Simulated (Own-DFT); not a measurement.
Si12O23 (quartz with two neutral oxygen vacancies, atoms displaced) (calculated)

All values are calculated (Own-DFT development build). A calculation, not a measurement: plane-wave PBE and HSE06 DFT by an unreviewed code, no spin, of a simulated cell at Gamma alone, so results move with cell size and shape, stress positive in tension, energies less offsets, not probed for a lower state with spin; oxygen file: force components 24 meV/angstrom off all-electron in a glass; k mesh not checked against a denser one; forces and stress are PBE's, HSE06 gives the energy alone, and its difference from PBE has offsets of its own; offsets are fitted by least squares, one for each functional and potential file, so energies compare only between cells with the same atoms and settings and are not formation energies; the far tail of each file's local potential was reset to the Coulomb form; each entry is a single point on an unrelaxed cell, so the pressure reflects the starting lattice, mostly measured values (interpolated for alloys), from which strain is counted, and rises with the displacements; printed positions are rounded, which can move forces by about a meV/angstrom; the program, named Own-DFT, is a retired in-house code; no spin-orbit coupling.

Settings shared by all entries: first functional PBE; second functional HSE06; exact exchange share 0.25; screening 0.11 1/bohr; exchange divergence Gygi-Baldereschi; potential files PseudoDojo norm-conserving, scalar-relativistic, made for PBE, standard set; wave cutoff 48 hartree; occupations fixed; k mesh 1 x 1 x 1 centred on Gamma.

```yaml
- entry: 1
  formula: Si12O23
  kind: "quartz with two neutral oxygen vacancies, atoms displaced"
  structure:
    cell_angstrom: [[9.8268, 0.0, 0.0], [-4.9134, 8.5103, 0.0], [0.0, 0.0, 10.8104]]
    atoms_fractional:
      - [Si, 0.22901, 0.99505, 0.99875]
      - [Si, 0.00976, 0.22996, 0.33403]
      - [Si, 0.2695, 0.2682, 0.1624]
      - [O, 0.21691, 0.13951, 0.06115]
      - [O, 0.42794, 0.29062, 0.2217]
      - [O, 0.36792, 0.06484, 0.39053]
      - [O, 0.07938, 0.37489, 0.43169]
      - [O, 0.1331, 0.20513, 0.28048]
      - [O, 0.30112, 0.43091, 0.10083]
      - [Si, 0.2225, 0.00237, 0.49804]
      - [Si, 0.00079, 0.22566, 0.82347]
      - [Si, 0.27247, 0.27638, 0.66371]
      - [O, 0.21166, 0.13279, 0.55978]
      - [O, 0.42661, 0.28722, 0.73691]
      - [O, 0.35422, 0.06458, 0.89025]
      - [O, 0.07469, 0.36336, 0.93825]
      - [O, 0.14119, 0.22013, 0.77334]
      - [O, 0.29477, 0.43506, 0.61771]
      - [Si, 0.22639, 0.49914, 0.00862]
      - [Si, 0.00342, 0.73872, 0.33107]
      - [Si, 0.26719, 0.76463, 0.16583]
      - [O, 0.2025, 0.62718, 0.06027]
      - [O, 0.42966, 0.80123, 0.22247]
      - [O, 0.37029, 0.5775, 0.39294]
      - [O, 0.07171, 0.86, 0.4434]
      - [O, 0.13979, 0.7151, 0.27298]
      - [O, 0.30582, 0.93866, 0.11251]
      - [Si, 0.23619, 0.49548, 0.50719]
      - [Si, 0.00519, 0.73447, 0.82752]
      - [Si, 0.26076, 0.77163, 0.66246]
      - [O, 0.19623, 0.63551, 0.56358]
      - [O, 0.42762, 0.7936, 0.72967]
      - [O, 0.37685, 0.57862, 0.88762]
      - [O, 0.07524, 0.86425, 0.94415]
      - [O, 0.13718, 0.71284, 0.77462]
      - [O, 0.2877, 0.92272, 0.60854]
      - [Si, 0.74336, 0.00637, 0.00963]
      - [Si, 0.50129, 0.22785, 0.33591]
      - [Si, 0.76257, 0.26793, 0.16915]
      - [O, 0.92621, 0.29644, 0.22752]
      - [O, 0.87317, 0.07442, 0.39147]
      - [O, 0.57108, 0.36376, 0.44633]
      - [O, 0.63334, 0.20102, 0.27871]
      - [Si, 0.73667, 0.0021, 0.49994]
      - [Si, 0.50255, 0.23942, 0.83965]
      - [Si, 0.77035, 0.26224, 0.67103]
      - [O, 0.70651, 0.13044, 0.5533]
      - [O, 0.92434, 0.29102, 0.72433]
      - [O, 0.86684, 0.07732, 0.89175]
      - [O, 0.5693, 0.36233, 0.94048]
      - [O, 0.62494, 0.20615, 0.77568]
      - [O, 0.79747, 0.42051, 0.60968]
      - [Si, 0.7353, 0.4975, 0.0091]
      - [Si, 0.50315, 0.73138, 0.33117]
      - [Si, 0.77176, 0.76921, 0.16378]
      - [O, 0.69764, 0.62685, 0.05336]
      - [O, 0.92762, 0.79235, 0.23268]
      - [O, 0.86366, 0.57144, 0.39505]
      - [O, 0.58128, 0.86894, 0.43805]
      - [O, 0.64546, 0.71278, 0.26956]
      - [O, 0.78848, 0.92731, 0.10104]
      - [Si, 0.73499, 0.49641, 0.49121]
      - [Si, 0.49031, 0.72587, 0.82456]
      - [Si, 0.75768, 0.76496, 0.65721]
      - [O, 0.70092, 0.63617, 0.5642]
      - [O, 0.91902, 0.79372, 0.72008]
      - [O, 0.85742, 0.56994, 0.89431]
      - [O, 0.5743, 0.86825, 0.94589]
      - [O, 0.63215, 0.70617, 0.76966]
      - [O, 0.78841, 0.92922, 0.59839]
  results:
    "PBE_energy_of_cell_above_offsets [eV]": "-14.861"
    "HSE06_less_PBE_above_offsets [eV]": "0.240"
    "PBE_pressure [GPa]": 8.93
    "PBE_stress_xx [GPa]": -11.01
    "PBE_stress_yy [GPa]": -8.76
    "PBE_stress_zz [GPa]": -7.01
    "PBE_stress_yz [GPa]": 0.78
    "PBE_stress_xz [GPa]": 0.17
    "PBE_stress_xy [GPa]": 1.37
    force_element: [Si, Si, Si, O, O, O, O, O, O, Si, Si, Si, O, O, O, O, O, O, Si, Si, Si, O, O, O, O, O, O, Si, Si, Si, O, O, O, O, O, O, Si, Si, Si, O, O, O, O, Si, Si, Si, O, O, O, O, O, O, Si, Si, Si, O, O, O, O, O, O, Si, Si, Si, O, O, O, O, O, O]
    "force_x [eV/angstrom]": [3.045, -7.804, -0.493, -0.987, 1.592, -1.811, 0.582, 7.342, 0.723, 6.81, -3.486, 3.167, -3.186, -4.347, 1.177, -0.275, 3.76, 0.423, 3.693, 1.416, -0.541, -2.989, 2.703, -0.726, -1.405, -0.628, -0.817, -2.967, -5.824, 4.154, 1.858, -4.481, -3.735, -2.426, 1.795, -2.731, -7.497, -2.175, 0.815, 1.688, -0.386, -1.421, 0.615, -0.499, -0.352, -5.874, -1.635, 4.059, 0.176, 0.572, 3.952, -1.771, 1.436, -0.152, -0.412, -1.03, -1.678, 2.634, -1.17, -1.925, 6.303, -0.901, 4.533, -0.081, 1.756, 2.616, 1.718, 0.297, 0.05, 3.154]
    "force_y [eV/angstrom]": [2.433, 2.537, 0.338, -1.715, 0.144, -0.893, 0.13, -0.3, -0.561, -2.779, 2.551, -3.56, 4.835, 1.543, 1.57, -0.398, -0.974, 1.377, -2.492, -2.385, 2.118, 3.711, -0.994, -2.047, -0.372, -0.957, -1.288, 3.73, -0.214, -2.749, -3.018, 1.54, -6.457, -3.135, -0.878, 5.321, 3.674, 1.17, -0.603, 0.075, -1.224, -1.91, -0.101, 0.929, -4.883, -2.128, 2.884, 0.442, -1.075, 3.223, -0.334, 2.297, -3.268, 3.072, -0.934, 3.168, 1.23, 2.453, -1.821, -0.839, -4.017, 0.405, 5.499, 2.916, -5.944, 0.089, 1.467, -0.182, 0.188, -1.633]
    "force_z [eV/angstrom]": [2.218, 0.731, 2.047, -1.438, 1.939, 1.487, 1.426, -4.423, 1.879, -0.93, 4.113, 3.264, 2.307, -4.399, -0.97, -0.564, -2.34, -0.475, -6.385, 2.146, -1.294, 2.118, 1.733, 1.683, -0.147, 0.686, -0.706, -2.844, 1.823, 3.157, -2.063, -4.359, 4.783, -1.659, -0.274, -3.129, -6.203, -0.701, -3.625, 1.087, 0.821, -1.524, 0.194, -4.066, 0.166, -1.883, 2.361, 1.294, 0.187, 3.894, -1.89, -2.347, -0.532, -0.888, -2.319, 2.584, -2.756, -3.424, -1.508, 1.603, 6.383, 7.142, 3.096, 4.734, -5.802, 1.552, -1.131, -0.932, -0.367, 3.658]
- entry: 2
  formula: Si12O23
  kind: "quartz with two neutral oxygen vacancies, atoms displaced"
  structure:
    cell_angstrom: [[9.8268, 0.0, 0.0], [-4.9134, 8.5103, 0.0], [0.0, 0.0, 10.8104]]
    atoms_fractional:
      - [Si, 0.22585, 0.00573, 0.00356]
      - [Si, 0.00182, 0.23409, 0.33486]
      - [Si, 0.27427, 0.2684, 0.16647]
      - [O, 0.19545, 0.1339, 0.05511]
      - [O, 0.43334, 0.29726, 0.23095]
      - [O, 0.36577, 0.07456, 0.39825]
      - [O, 0.07853, 0.36464, 0.43899]
      - [O, 0.12698, 0.20465, 0.27314]
      - [O, 0.28681, 0.42508, 0.12212]
      - [Si, 0.2383, 0.99847, 0.50336]
      - [Si, 0.00582, 0.23758, 0.83111]
      - [Si, 0.26283, 0.26071, 0.66247]
      - [O, 0.41768, 0.27813, 0.7197]
      - [O, 0.37285, 0.06795, 0.88886]
      - [O, 0.08004, 0.37348, 0.94074]
      - [O, 0.12588, 0.21234, 0.77774]
      - [O, 0.29033, 0.43105, 0.61378]
      - [Si, 0.23108, 0.49337, 0.99426]
      - [Si, 0.9942, 0.73001, 0.33675]
      - [Si, 0.2731, 0.77419, 0.15963]
      - [O, 0.21071, 0.64327, 0.05832]
      - [O, 0.42442, 0.79466, 0.22579]
      - [O, 0.36969, 0.57648, 0.39497]
      - [O, 0.13757, 0.70551, 0.27785]
      - [O, 0.30598, 0.93537, 0.09998]
      - [Si, 0.24396, 0.503, 0.50208]
      - [Si, 0.00352, 0.73013, 0.8282]
      - [Si, 0.2656, 0.77817, 0.66526]
      - [O, 0.21174, 0.63853, 0.56659]
      - [O, 0.4338, 0.7937, 0.7228]
      - [O, 0.37517, 0.57922, 0.89617]
      - [O, 0.07546, 0.86428, 0.94316]
      - [O, 0.13051, 0.71566, 0.77656]
      - [O, 0.29999, 0.94026, 0.61253]
      - [Si, 0.74596, 0.00897, 0.00409]
      - [Si, 0.498, 0.24291, 0.33157]
      - [Si, 0.76265, 0.25887, 0.16326]
      - [O, 0.71259, 0.13729, 0.05086]
      - [O, 0.93453, 0.29837, 0.23242]
      - [O, 0.86879, 0.07572, 0.39615]
      - [O, 0.56618, 0.36065, 0.43694]
      - [O, 0.63265, 0.19315, 0.27691]
      - [O, 0.79772, 0.433, 0.10783]
      - [Si, 0.72794, 0.99249, 0.50459]
      - [Si, 0.49818, 0.22992, 0.84092]
      - [Si, 0.7647, 0.26357, 0.66582]
      - [O, 0.70243, 0.13112, 0.55662]
      - [O, 0.9278, 0.29539, 0.7317]
      - [O, 0.87024, 0.07321, 0.88851]
      - [O, 0.57459, 0.36231, 0.94543]
      - [O, 0.63885, 0.21327, 0.77711]
      - [O, 0.79248, 0.42266, 0.6122]
      - [Si, 0.73054, 0.50246, 0.00243]
      - [Si, 0.50864, 0.7337, 0.33675]
      - [Si, 0.76267, 0.75427, 0.16935]
      - [O, 0.70789, 0.6393, 0.05894]
      - [O, 0.92416, 0.78953, 0.22128]
      - [O, 0.86908, 0.58697, 0.39029]
      - [O, 0.5683, 0.86924, 0.44367]
      - [O, 0.6336, 0.69812, 0.27187]
      - [O, 0.78406, 0.91687, 0.10182]
      - [Si, 0.72159, 0.48991, 0.5014]
      - [Si, 0.49306, 0.72491, 0.83235]
      - [Si, 0.76729, 0.76608, 0.66836]
      - [O, 0.71826, 0.62681, 0.55371]
      - [O, 0.92627, 0.79169, 0.72754]
      - [O, 0.8681, 0.57096, 0.88914]
      - [O, 0.57099, 0.87325, 0.93631]
      - [O, 0.62407, 0.69639, 0.77844]
      - [O, 0.78676, 0.92466, 0.6114]
  results:
    "PBE_energy_of_cell_above_offsets [eV]": "-14.782"
    "HSE06_less_PBE_above_offsets [eV]": "0.347"
    "PBE_pressure [GPa]": 8.62
    "PBE_stress_xx [GPa]": -9.7
    "PBE_stress_yy [GPa]": -10.09
    "PBE_stress_zz [GPa]": -6.09
    "PBE_stress_yz [GPa]": 0.74
    "PBE_stress_xz [GPa]": -0.29
    "PBE_stress_xy [GPa]": 0.95
    force_element: [Si, Si, Si, O, O, O, O, O, O, Si, Si, Si, O, O, O, O, O, Si, Si, Si, O, O, O, O, O, Si, Si, Si, O, O, O, O, O, O, Si, Si, Si, O, O, O, O, O, O, Si, Si, Si, O, O, O, O, O, O, Si, Si, Si, O, O, O, O, O, O, Si, Si, Si, O, O, O, O, O, O]
    "force_x [eV/angstrom]": [5.013, -0.958, -3.427, -0.797, -3.237, 1.281, 0.707, 4.687, -0.959, -5.235, -7.429, -1.56, 2.478, -2.834, -3.38, 9.429, 1.269, 2.842, 5.228, -1.641, 1.165, 3.768, 1.07, -0.54, -1.4, -3.603, -7.931, 3.261, -0.046, -2.54, -2.212, -1.116, 9.205, 1.3, -0.854, 5.598, 0.959, -1.678, -3.303, -1.043, -0.001, -1.722, 0.058, 1.045, 0.745, 0.987, -0.285, -1.222, 0.021, -1.391, -0.256, -1.701, 3.063, -3.386, -1.161, -0.372, 2.346, -4.021, -0.245, -1.103, 1.583, 6.163, 0.414, -1.298, -4.486, -0.177, -1.322, 1.143, 4.143, 0.899]
    "force_y [eV/angstrom]": [-2.789, -0.027, -2.198, 2.89, 1.561, 1.9, 2.03, -0.488, 2.576, 0.474, 0.371, -2.33, 0.728, -2.496, -4.287, -0.882, -0.504, 6.24, 8.155, -0.982, -3.362, -0.144, -0.319, 0.836, 1.707, -0.11, 1.696, -2.573, -0.723, 0.025, -5.938, -1.082, -0.514, 0.206, -4.384, -7.17, 2.332, 2.339, 0.004, -2.147, 2.527, 1.155, -1.275, 3.218, 1.611, -1.846, 0.627, 0.518, 0.001, -0.039, -0.298, 2.422, 0.507, 1.555, 3.998, -2.277, 0.565, -8.74, -1.81, -0.68, -0.892, -2.192, 7.752, -2.585, 6.337, 0.594, -0.977, 0.085, 0.028, -0.51]
    "force_z [eV/angstrom]": [-2.628, 0.87, 1.471, 1.839, -4.542, -2.052, 1.924, -2.095, -3.114, -1.481, 3.838, -1.194, 2.416, 2.767, -2.395, -4.44, 0.954, 5.613, -3.294, 2.78, -2.705, 2.256, -0.388, -0.885, -0.021, -0.034, 5.646, 2.289, -1.143, -1.051, 2.931, -1.085, -4.705, 1.557, -4.849, 1.502, 2.167, 1.366, -2.76, 1.403, 2.594, -0.311, 0.704, -1.78, -3.726, 1.581, 0.86, -1.505, 1.004, 0.276, 0.129, -2.768, -1.374, -2.021, -1.427, -2.088, 1.372, 4.722, -1.141, 1.927, 2.497, -1.575, -0.055, 0.759, 4.128, -0.605, 1.314, 0.06, -2.896, 0.626]
- entry: 3
  formula: Si12O23
  kind: "quartz with two neutral oxygen vacancies, atoms displaced"
  structure:
    cell_angstrom: [[9.8268, 0.0, 0.0], [-4.9134, 8.5103, 0.0], [0.0, 0.0, 10.8104]]
    atoms_fractional:
      - [Si, 0.23959, 0.00508, 0.99942]
      - [Si, 0.00905, 0.2349, 0.33242]
      - [Si, 0.25597, 0.26296, 0.15946]
      - [O, 0.19995, 0.13067, 0.05921]
      - [O, 0.42136, 0.28775, 0.22551]
      - [O, 0.36942, 0.06959, 0.3934]
      - [O, 0.0759, 0.36398, 0.4377]
      - [O, 0.12927, 0.20895, 0.27375]
      - [O, 0.28357, 0.41527, 0.10757]
      - [Si, 0.23394, 0.00247, 0.49508]
      - [Si, 0.00396, 0.2342, 0.83436]
      - [Si, 0.26998, 0.26491, 0.66044]
      - [O, 0.21842, 0.14142, 0.55835]
      - [O, 0.37042, 0.08169, 0.89194]
      - [O, 0.07425, 0.36861, 0.94228]
      - [O, 0.13281, 0.20225, 0.77474]
      - [O, 0.29424, 0.42397, 0.61068]
      - [Si, 0.22602, 0.49717, 0.99338]
      - [Si, 0.99861, 0.73452, 0.32731]
      - [Si, 0.27018, 0.76714, 0.17223]
      - [O, 0.20167, 0.63939, 0.06478]
      - [O, 0.42864, 0.80056, 0.22526]
      - [O, 0.35484, 0.56416, 0.39705]
      - [O, 0.08178, 0.8723, 0.43709]
      - [O, 0.13215, 0.70338, 0.26784]
      - [O, 0.29676, 0.92206, 0.11357]
      - [Si, 0.23088, 0.50108, 0.49226]
      - [Si, 0.00054, 0.73473, 0.83461]
      - [Si, 0.25883, 0.75612, 0.66399]
      - [O, 0.20937, 0.6318, 0.55279]
      - [O, 0.42366, 0.78461, 0.73368]
      - [O, 0.36898, 0.57349, 0.88822]
      - [O, 0.06285, 0.86141, 0.93794]
      - [O, 0.13681, 0.71346, 0.76698]
      - [O, 0.29853, 0.93417, 0.602]
      - [Si, 0.73654, 0.99483, 0.00104]
      - [Si, 0.49499, 0.23553, 0.33818]
      - [Si, 0.76198, 0.26998, 0.16132]
      - [O, 0.70691, 0.13542, 0.06211]
      - [O, 0.92269, 0.29013, 0.22467]
      - [O, 0.88102, 0.08285, 0.40071]
      - [O, 0.56667, 0.37573, 0.43685]
      - [O, 0.62948, 0.20752, 0.27522]
      - [O, 0.79112, 0.43183, 0.11431]
      - [Si, 0.73231, 0.99844, 0.50185]
      - [Si, 0.4998, 0.24467, 0.83503]
      - [Si, 0.76499, 0.26843, 0.67196]
      - [O, 0.70347, 0.12991, 0.55533]
      - [O, 0.91545, 0.28733, 0.72688]
      - [O, 0.85745, 0.07059, 0.8946]
      - [O, 0.57793, 0.37064, 0.9418]
      - [O, 0.78381, 0.41936, 0.61464]
      - [Si, 0.73193, 0.48884, 0.00051]
      - [Si, 0.51317, 0.73465, 0.33151]
      - [Si, 0.76551, 0.7658, 0.16074]
      - [O, 0.70837, 0.63708, 0.06025]
      - [O, 0.93131, 0.79908, 0.22117]
      - [O, 0.86291, 0.56771, 0.39009]
      - [O, 0.57756, 0.87704, 0.44507]
      - [O, 0.62785, 0.69569, 0.2694]
      - [O, 0.79767, 0.92175, 0.10169]
      - [Si, 0.73037, 0.49618, 0.49111]
      - [Si, 0.50667, 0.7389, 0.83196]
      - [Si, 0.76442, 0.77029, 0.66948]
      - [O, 0.71814, 0.64162, 0.55987]
      - [O, 0.92537, 0.78906, 0.7192]
      - [O, 0.86364, 0.55593, 0.89752]
      - [O, 0.57576, 0.87568, 0.93929]
      - [O, 0.62261, 0.69416, 0.77273]
      - [O, 0.79635, 0.92641, 0.60717]
  results:
    "PBE_energy_of_cell_above_offsets [eV]": "-15.911"
    "HSE06_less_PBE_above_offsets [eV]": "0.175"
    "PBE_pressure [GPa]": 9.03
    "PBE_stress_xx [GPa]": -8.53
    "PBE_stress_yy [GPa]": -11.16
    "PBE_stress_zz [GPa]": -7.41
    "PBE_stress_yz [GPa]": -1.68
    "PBE_stress_xz [GPa]": 1.24
    "PBE_stress_xy [GPa]": -1.76
    force_element: [Si, Si, Si, O, O, O, O, O, O, Si, Si, Si, O, O, O, O, O, Si, Si, Si, O, O, O, O, O, O, Si, Si, Si, O, O, O, O, O, O, Si, Si, Si, O, O, O, O, O, O, Si, Si, Si, O, O, O, O, O, Si, Si, Si, O, O, O, O, O, O, Si, Si, Si, O, O, O, O, O, O]
    "force_x [eV/angstrom]": [0.302, -7.468, 3.115, -0.099, -1.373, 0.098, -1.181, 6.342, -2.596, 2.273, -1.978, 1.903, -0.566, -0.563, -3.053, 0.223, -2.006, 3.737, 0.885, -1.053, 1.774, 5.116, 5.921, -2.495, -1.888, -2.763, 0.155, -1.301, 2.578, -1.939, -3.339, -1.152, 1.579, -2.222, 0.966, -2.55, 0.779, 1.494, 0.573, 0.596, -1.224, -1.074, 0.406, -0.057, 3.991, 0.63, -4.546, -1.27, 5.218, 2.496, -2.764, -2.078, 0.075, -6.869, 1.526, 0.872, -0.488, 1.311, -1.965, 3.09, -0.509, 0.539, -1.333, 0.565, -0.089, 1.549, 1.674, -0.773, 3.053, -0.783]
    "force_y [eV/angstrom]": [-2.997, 1.002, -2.518, -1.486, 0.0, 0.228, 0.174, -1.207, 5.582, 0.647, -0.975, 1.092, -2.248, -2.07, -3.763, -0.155, 2.801, 5.671, 0.133, -1.378, -3.242, -0.478, 5.207, -3.305, -0.749, 4.393, -3.751, -2.982, 4.097, 1.765, 1.17, -1.165, 3.057, -1.374, -2.522, 2.362, -0.443, -2.217, -1.865, 0.037, -2.675, -0.823, 0.518, 1.248, 3.445, 0.127, -4.834, 2.542, 0.505, 2.153, -1.787, 3.948, 5.157, 0.656, -1.374, -3.068, -0.042, 1.387, -5.457, -0.079, 2.099, 1.703, -0.688, -2.731, -1.399, -0.044, 2.859, -1.931, 0.429, 1.631]
    "force_z [eV/angstrom]": [1.004, 0.626, 4.777, -1.339, -0.639, -0.415, 0.624, -3.336, -3.441, 1.964, -0.714, 5.692, -2.724, 1.334, -2.342, -0.409, -2.111, 3.657, 1.347, -1.346, -2.703, 3.079, -6.23, -2.205, 2.432, -3.378, 5.455, -1.926, -2.104, 1.432, -3.464, 1.935, 2.464, 2.609, 1.498, 1.416, -2.551, 4.375, -1.737, 0.44, 1.047, 0.122, -0.446, -0.036, 0.285, -5.854, -0.352, 2.309, 2.773, -2.215, 0.198, -3.66, 1.947, 2.838, 2.375, -2.533, 0.208, -1.58, -3.953, -1.268, 0.266, 5.072, 3.032, -0.271, -1.266, 2.2, -2.194, -0.775, -1.162, -0.148]
```
